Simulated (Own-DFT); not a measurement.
Simulation results for Si₃N₄ (beta silicon nitride, atoms displaced)

All values are calculated (Own-DFT development build). A calculation, not a measurement: plane-wave PBE density functional theory by an unreviewed code, no spin, of a simulated periodic cell, stress positive in tension, free energy of the whole cell less one offset for each atom, some atoms lie very close together; forces on such cells moved up to 12 meV/angstrom on a denser k mesh; offsets are fitted by least squares, one for each functional and potential file, so energies compare only between cells with the same atoms and settings and are not formation energies; the far tail of each file's local potential was reset to the Coulomb form; each entry is a single point on an unrelaxed cell, so the pressure reflects the starting lattice, mostly measured values (interpolated for alloys), from which strain is counted, and rises with the displacements; printed positions are rounded, which can move forces by about a meV/angstrom; the program, named Own-DFT, is a retired in-house code; no spin-orbit coupling; before rounding, a Quantum ESPRESSO 7.3.1 run of the same cell and cutoff gave forces within 1 meV/angstrom rms on each cell, which checks the program and not the settings.

Settings shared by all entries: functional PBE; potential files PseudoDojo norm-conserving, scalar-relativistic, standard set; wave cutoff 42 hartree; occupations Fermi-Dirac; smearing width 0.1 eV; k mesh 2 x 2 x 4 centred on Gamma.

(1) Si₃N₄ (beta silicon nitride, atoms displaced)

```
cell vectors (Å)
  15.2120     0.0000     0.0000
  -7.6060    13.1740     0.0000
   0.0000     0.0000     5.8180
atoms (fractions of the cell vectors)
Si  0.09715  0.39394  0.08671
Si  0.11678  0.20528  0.11793
Si  0.29936  0.41870  0.10751
Si  0.40817  0.10656  0.36330
Si  0.40660  0.31309  0.40815
Si  0.21203  0.06933  0.37906
N   0.16433  0.00219  0.14273
N   0.48407  0.14426  0.13243
N   0.33790  0.33004  0.10758
N   0.33587  0.47298  0.39551
N   0.05343  0.35931  0.35947
N   0.15521  0.18732  0.36556
N   0.16363  0.32537  0.09455
N   0.33212  0.16827  0.38489
Si  0.08372  0.38296  0.62167
Si  0.12030  0.20324  0.60935
Si  0.30778  0.43268  0.61915
Si  0.42125  0.11422  0.91031
Si  0.37935  0.28471  0.88673
Si  0.19010  0.07178  0.86568
N   0.15024  0.00240  0.61873
N   0.49669  0.16586  0.62767
N   0.36409  0.34043  0.65452
N   0.30586  0.45741  0.91722
N   0.99475  0.34605  0.87039
N   0.15211  0.16606  0.84261
N   0.16006  0.32778  0.65505
N   0.34103  0.17631  0.88202
Si  0.08681  0.88560  0.08207
Si  0.10127  0.69510  0.12104
Si  0.30576  0.90197  0.10007
Si  0.42773  0.62109  0.45474
Si  0.38491  0.79348  0.41636
Si  0.19911  0.59069  0.37114
N   0.15691  0.49923  0.10301
N   0.49096  0.66764  0.10865
N   0.34753  0.83843  0.14610
N   0.31804  0.97261  0.38304
N   0.01912  0.84072  0.34998
N   0.13129  0.65232  0.36226
N   0.17472  0.84178  0.11220
N   0.33056  0.65748  0.36806
Si  0.09792  0.90965  0.59591
Si  0.12349  0.70471  0.58054
Si  0.30711  0.92053  0.64708
Si  0.41297  0.61183  0.90562
Si  0.36634  0.79290  0.88276
Si  0.17880  0.57334  0.84015
N   0.17226  0.49420  0.59775
N   0.48183  0.63205  0.62791
N   0.36339  0.83426  0.62308
N   0.32928  0.97585  0.84204
N   0.01300  0.86559  0.92516
N   0.14144  0.63863  0.87934
N   0.16227  0.84467  0.63587
N   0.33140  0.66670  0.83948
Si  0.58224  0.38357  0.15144
Si  0.61711  0.21467  0.10980
Si  0.81288  0.41457  0.10504
Si  0.89988  0.10091  0.33458
Si  0.88744  0.29066  0.39838
Si  0.71871  0.09433  0.40480
N   0.66887  0.02728  0.11542
N   0.97379  0.14204  0.08740
N   0.84484  0.31984  0.10897
N   0.82532  0.46126  0.38164
N   0.51110  0.35277  0.35765
N   0.66083  0.17030  0.32967
N   0.64787  0.33184  0.08898
N   0.83107  0.15191  0.41743
Si  0.60117  0.40178  0.67894
Si  0.60695  0.17721  0.61928
Si  0.78422  0.40013  0.56294
Si  0.90342  0.11114  0.90590
Si  0.88400  0.29126  0.85418
Si  0.69824  0.07565  0.88529
N   0.65100  0.99781  0.57894
N   0.97801  0.13189  0.63481
N   0.85449  0.33395  0.58677
N   0.83266  0.48650  0.84847
N   0.52499  0.34165  0.92109
N   0.64514  0.16821  0.89582
N   0.66363  0.34884  0.58744
N   0.85356  0.18881  0.88123
Si  0.59970  0.88842  0.08921
Si  0.62686  0.72409  0.10557
Si  0.81733  0.90610  0.12466
Si  0.92506  0.62661  0.38173
Si  0.88079  0.79459  0.38003
Si  0.72300  0.60626  0.41267
N   0.66827  0.52799  0.15177
N   0.98279  0.64957  0.11561
N   0.85066  0.82367  0.12265
N   0.80993  0.97680  0.35571
N   0.51650  0.83201  0.36231
N   0.64597  0.67216  0.39273
N   0.66210  0.83656  0.09531
N   0.83865  0.66237  0.36396
Si  0.59494  0.87201  0.58121
Si  0.61964  0.68597  0.59060
Si  0.78601  0.91596  0.64170
Si  0.92975  0.62793  0.87358
Si  0.90059  0.79381  0.88319
Si  0.70012  0.59321  0.85012
N   0.64195  0.49722  0.57786
N   0.97904  0.64683  0.59974
N   0.84497  0.83209  0.62690
N   0.81015  0.98326  0.90816
N   0.51368  0.86189  0.87386
N   0.65405  0.66388  0.85220
N   0.67179  0.83856  0.65421
N   0.84346  0.67796  0.90435
```

- free energy of cell above offsets: 107.943 eV
- pressure: 35.93 GPa
- stress xx: -27.22 GPa
- stress yy: -37 GPa
- stress zz: -43.56 GPa
- stress yz: 0.87 GPa
- stress xz: -5.11 GPa
- stress xy: 0.14 GPa

Force:
```csv
element,x (eV/Å),y (eV/Å),z (eV/Å)
Si,-1.614,-20.66,0.386
Si,0.083,-1.815,-2.579
Si,7.27,-23.11,40.95
Si,-1.296,2.134,4.435
Si,-15.66,-6.333,-0.155
Si,-1.036,6.441,-1.287
N,0.022,4.684,-3.403
N,2.28,-0.176,4.205
N,2.771,0.025,3.277
N,1.157,9.669,-14.81
N,-7.484,-4.47,-2.332
N,4.26,-4.618,-2.327
N,-1.964,4.391,0.175
N,2.113,-1.927,0.081
Si,0.29,-7.553,2.748
Si,-5.735,0.367,1.857
Si,-1.823,-13.56,15.89
Si,-5.1,1.239,-9.687
Si,-1.691,14.67,2.326
Si,0.059,7.157,3.105
N,3.441,44.75,5.096
N,-5.222,-4.783,0.005
N,-1.782,1.971,-2.345
N,-4.902,26.28,-42.77
N,14.63,9.468,-0.948
N,2.785,-3.768,5.058
N,1.183,2.194,-0.519
N,3.038,-18.34,-0.182
Si,15.59,0.073,17.91
Si,6.185,4.532,-3.034
Si,-14.84,9.503,1.09
Si,-26.39,-6.347,-37.95
Si,7.729,-4.849,-12.39
Si,4.258,-5.39,-1.722
N,0.72,22.25,0.49
N,2.964,-0.61,4.515
N,12.1,-9.355,1.924
N,1.652,2.823,-2.41
N,-1.929,0.72,2.799
N,3.382,-2.102,-4.389
N,-0.699,-5.159,-0.794
N,-0.722,2.05,0.79
Si,-3.709,-50.28,-5.968
Si,-5.637,4.712,9.243
Si,-0.514,-14.36,-21.44
Si,-3.907,-0.825,-1.972
Si,8.216,-1.238,2.212
Si,19.2,-11.71,-0.936
N,-0.862,11.52,1.166
N,23.35,5.645,32.43
N,-9.901,5.95,7.45
N,0.654,14.4,22.22
N,-8.472,-0.354,-17.62
N,-18.03,14.6,1.423
N,3.856,-3.71,-0.446
N,-0.498,-2.073,1.355
Si,3.24,7.504,0.148
Si,0.412,0.118,3.403
Si,-2.735,-1.193,-0.989
Si,4.508,1.864,5.67
Si,5.442,-2.346,-10.48
Si,-10.58,-5.069,-5.951
N,0.666,-6.53,8.599
N,10.95,4.185,15.11
N,-0.643,1.747,2.043
N,4.018,19.89,-22.59
N,8.755,2.964,4.192
N,-0.348,-0.932,6.137
N,8.188,1.03,1.053
N,6.064,8.208,-0.672
Si,-0.21,-18.95,6.671
Si,2.996,4.354,-1.505
Si,-0.711,-12.34,22.1
Si,-6.729,-2.605,-17.88
Si,-13.52,11.76,-1.168
Si,-0.554,6.366,-8.087
N,0.221,4.515,3.927
N,-0.443,-0.482,-2.168
N,-5.119,2.004,8.401
N,1.59,1.113,1.173
N,-6.718,-1.087,-8.58
N,4.017,-3.487,-6.963
N,1.992,-5.025,0.691
N,0.592,-22.65,1.124
Si,-9.687,3.73,1.228
Si,-0.114,-9.487,-0.019
Si,-8.308,4.124,0.082
Si,-6.087,-5.814,-9.044
Si,3.456,0.995,1.37
Si,-6.837,-8.184,-4.084
N,-0.019,-0.067,-2.464
N,-0.241,-0.095,3.797
N,0.369,-0.996,0.29
N,2.58,-2.193,1.077
N,-1.782,-0.296,-1.502
N,16,-4.269,-35.15
N,8.953,1.936,1.354
N,2.177,4.487,0.728
Si,-7.212,1.24,3.284
Si,-16.44,8.029,35.2
Si,6.07,3.603,-1.175
Si,-6.833,-6.588,-4.893
Si,-8.621,2.512,-3.212
Si,6.297,-5.241,5.055
N,-1.122,22.01,-3.637
N,8.296,3.961,10.14
N,1.151,0.619,0.593
N,2.492,-0.447,-2.105
N,-0.158,-1.33,-1.387
N,-5.14,4.15,1.462
N,-0.118,-8.514,-0.616
N,1.73,-7.535,-1.988
```

(2) Si₃N₄ (beta silicon nitride, atoms displaced)

```
cell vectors (Å)
  15.2120     0.0000     0.0000
  -7.6060    13.1740     0.0000
   0.0000     0.0000     5.8180
atoms (fractions of the cell vectors)
Si  0.08612  0.39195  0.18750
Si  0.10624  0.19827  0.12124
Si  0.29966  0.40840  0.10868
Si  0.41637  0.10011  0.37420
Si  0.37144  0.29304  0.36523
Si  0.19494  0.07190  0.38316
N   0.16717  0.02115  0.10469
N   0.47132  0.13000  0.09706
N   0.36355  0.34582  0.09610
N   0.34856  0.50345  0.36078
N   0.99979  0.34686  0.38606
N   0.15234  0.16291  0.40619
N   0.16288  0.33255  0.07097
N   0.32796  0.17326  0.38903
Si  0.08251  0.38064  0.68111
Si  0.11757  0.20666  0.61822
Si  0.30469  0.40427  0.65548
Si  0.42233  0.10436  0.89063
Si  0.39245  0.29151  0.87432
Si  0.19931  0.08476  0.90327
N   0.16610  0.02762  0.64082
N   0.47369  0.15752  0.62846
N   0.34547  0.33157  0.56593
N   0.35531  0.50200  0.90949
N   0.99504  0.32024  0.88668
N   0.16052  0.17482  0.90273
N   0.17328  0.34169  0.60510
N   0.34355  0.17589  0.88876
Si  0.06901  0.87736  0.13580
Si  0.10774  0.68831  0.16090
Si  0.28791  0.90858  0.08568
Si  0.41060  0.62571  0.35064
Si  0.38684  0.79157  0.39459
Si  0.21483  0.59656  0.38371
N   0.17421  0.51400  0.10935
N   0.49251  0.63708  0.14687
N   0.36531  0.84321  0.15046
N   0.32808  0.98642  0.36030
N   0.01744  0.86393  0.38584
N   0.15392  0.66380  0.39624
N   0.15145  0.82485  0.08455
N   0.33980  0.67947  0.34562
Si  0.09280  0.90128  0.57264
Si  0.12540  0.71271  0.63611
Si  0.31349  0.92575  0.63905
Si  0.40068  0.61042  0.82877
Si  0.39029  0.80712  0.86765
Si  0.19524  0.58306  0.90015
N   0.16118  0.52239  0.62301
N   0.48470  0.64797  0.56679
N   0.33184  0.83763  0.62356
N   0.34766  0.99223  0.88391
N   0.99995  0.83392  0.89008
N   0.13775  0.66357  0.88811
N   0.16155  0.83835  0.64364
N   0.33550  0.66484  0.87664
Si  0.57712  0.38274  0.16473
Si  0.60599  0.20064  0.15170
Si  0.81729  0.43646  0.09823
Si  0.92905  0.11824  0.42690
Si  0.86800  0.28521  0.36200
Si  0.69527  0.08729  0.34254
N   0.66032  0.00891  0.12922
N   0.01191  0.14829  0.13144
N   0.84636  0.33115  0.09376
N   0.84511  0.50407  0.36557
N   0.53331  0.35081  0.36953
N   0.65731  0.16933  0.40089
N   0.65767  0.33328  0.12974
N   0.84811  0.18676  0.44074
Si  0.59667  0.37558  0.63367
Si  0.62084  0.21351  0.64029
Si  0.79771  0.42083  0.66774
Si  0.90620  0.09566  0.86468
Si  0.88795  0.29883  0.88183
Si  0.68902  0.09558  0.85108
N   0.69093  0.02883  0.65256
N   0.98672  0.13727  0.63216
N   0.84086  0.32807  0.60619
N   0.84374  0.48650  0.86934
N   0.52846  0.35440  0.85981
N   0.65142  0.15840  0.85112
N   0.64836  0.31015  0.60543
N   0.83926  0.16599  0.91023
Si  0.58173  0.87569  0.10705
Si  0.60192  0.68971  0.08206
Si  0.82129  0.90207  0.12037
Si  0.91958  0.62245  0.37542
Si  0.89355  0.78996  0.41268
Si  0.70198  0.58899  0.40468
N   0.67590  0.51091  0.09398
N   0.96790  0.65555  0.13266
N   0.85168  0.83693  0.11923
N   0.81989  0.97067  0.37240
N   0.50422  0.83539  0.39610
N   0.65950  0.66904  0.37362
N   0.66824  0.82723  0.11554
N   0.84177  0.68395  0.34503
Si  0.58415  0.89787  0.59075
Si  0.60516  0.70094  0.62680
Si  0.80313  0.93899  0.62006
Si  0.91721  0.60594  0.84859
Si  0.88175  0.79804  0.89216
Si  0.69294  0.57113  0.87136
N   0.64518  0.50573  0.63933
N   0.97457  0.65606  0.58836
N   0.84892  0.83708  0.65559
N   0.83620  0.98974  0.83943
N   0.50717  0.84598  0.85175
N   0.64994  0.64509  0.91837
N   0.64847  0.81044  0.64452
N   0.83633  0.67918  0.83886
```

* free energy of cell above offsets: 93.081 eV
* pressure: 31.63 GPa
* stress xx: -23.95 GPa
* stress yy: -39.7 GPa
* stress zz: -31.25 GPa
* stress yz: -1.06 GPa
* stress xz: 1.8 GPa
* stress xy: 1.73 GPa

Force:
```csv
element,x (eV/Å),y (eV/Å),z (eV/Å)
Si,3.085,-3.067,-4.599
Si,36.94,23.28,0.158
Si,-2.378,3.216,3.734
Si,-3.916,6.805,0.218
Si,6.968,-2.458,-9.868
Si,0.631,9.238,-2.833
N,-0.307,-10.98,13.05
N,12.51,7.308,21.66
N,0.589,-0.865,1.286
N,-2.19,-8.291,1.176
N,2.552,2.161,2.288
N,0.016,-0.566,-4.357
N,-0.111,1.645,3.137
N,2.886,-6.008,-1.214
Si,0.894,0.831,-4.077
Si,2.655,0.864,4.018
Si,-3.419,5.667,-3.07
Si,-11.53,6.012,-19.11
Si,1.095,5.498,-2.138
Si,1.288,12.04,-10.6
N,0.283,-4.694,0.57
N,4.62,-1.29,-0.738
N,-3.088,4.008,12.47
N,0.027,-11.06,-2.357
N,11.03,6.31,0.875
N,0.517,-0.631,-4.134
N,-1.898,-1.227,0.78
N,0.196,-9.243,0.521
Si,3.735,0.579,-7.694
Si,-4.03,3.814,-3.986
Si,0.292,-3.621,6.872
Si,3.71,-1.55,-2.107
Si,-7.148,7.516,-0.52
Si,0.471,-3.383,-0.282
N,-1.168,-1.834,7.609
N,-9.242,-1.372,-2.597
N,-3.228,0.955,-3.923
N,-0.525,-5.217,1.02
N,-4.582,-1.926,-5.803
N,-0.792,0.696,-0.151
N,2.123,0.894,2.979
N,-1.962,-7.336,0.089
Si,6.965,-0.066,14.84
Si,-2.965,0.484,-0.026
Si,-9.117,3.213,-4.184
Si,5.404,6.622,-1.879
Si,-4.624,-3.643,2.799
Si,0.47,5.03,-8.078
N,0.343,-1.911,2.428
N,-3.015,-1.018,7.108
N,9.801,-7.719,0.671
N,-1.896,-8.076,-2.601
N,4.691,4.365,-0.309
N,2.261,-2.107,1.223
N,1.087,2.331,-1.969
N,-5.736,3.013,-0.339
Si,10.35,9.641,-26.28
Si,1.277,2.667,-1.534
Si,-2.48,-9.225,14.15
Si,-10.41,-2.266,-17.43
Si,-2.624,11.98,-3.321
Si,4.992,1.011,5.125
N,-1.682,-0.339,-2.356
N,-41.52,-25.43,3.01
N,-4.047,3.454,5.194
N,-0.744,-8.17,0.874
N,-12,-8.625,22.58
N,-3.142,-0.115,-3.161
N,4.076,-1.275,-0.997
N,4.395,-16.77,0.483
Si,-6.553,3.072,-2.302
Si,4.74,-25.56,2.232
Si,0.689,-9.933,-15.65
Si,0.426,17.62,5.932
Si,-6.707,-6.057,-5.663
Si,22.88,-12.29,6.782
N,-1.054,-6.841,-8.733
N,7.071,3.204,11.59
N,-2.642,3.235,4.092
N,1.109,6.519,-0.353
N,-4.609,-2.614,4.768
N,-21.51,15.48,3.199
N,0.566,26.2,-2.008
N,-1.826,-1.774,-0.244
Si,3.446,-0.636,0.342
Si,6.652,6.805,5.295
Si,-31.07,20.65,1.265
Si,-9.756,-1.058,-7.333
Si,-7.754,9.615,4.604
Si,0.773,1.328,-4.002
N,0.865,-4.185,9.468
N,7.201,0.797,-6.855
N,23.96,-19.06,3.818
N,1.83,6.422,-8.295
N,3.345,2.688,-4.43
N,-2.424,0.002,1.447
N,-1.115,0.964,-0.453
N,1.157,-13.6,-1.233
Si,6.434,-1.368,6.742
Si,6.6,-9.61,-2.996
Si,-0.31,-16.88,-2.782
Si,-4.263,11.05,1.364
Si,-1.006,-1.476,-3.399
Si,2.875,6.392,-1.471
N,2.96,-0.63,-4.392
N,10.01,4.284,13.62
N,-0.543,2.164,-3.947
N,-0.355,-7.952,11.78
N,4.153,3.57,-0.075
N,-3.166,2.203,-5.931
N,-2.182,16.95,0.028
N,1.396,-9.478,-0.192
```
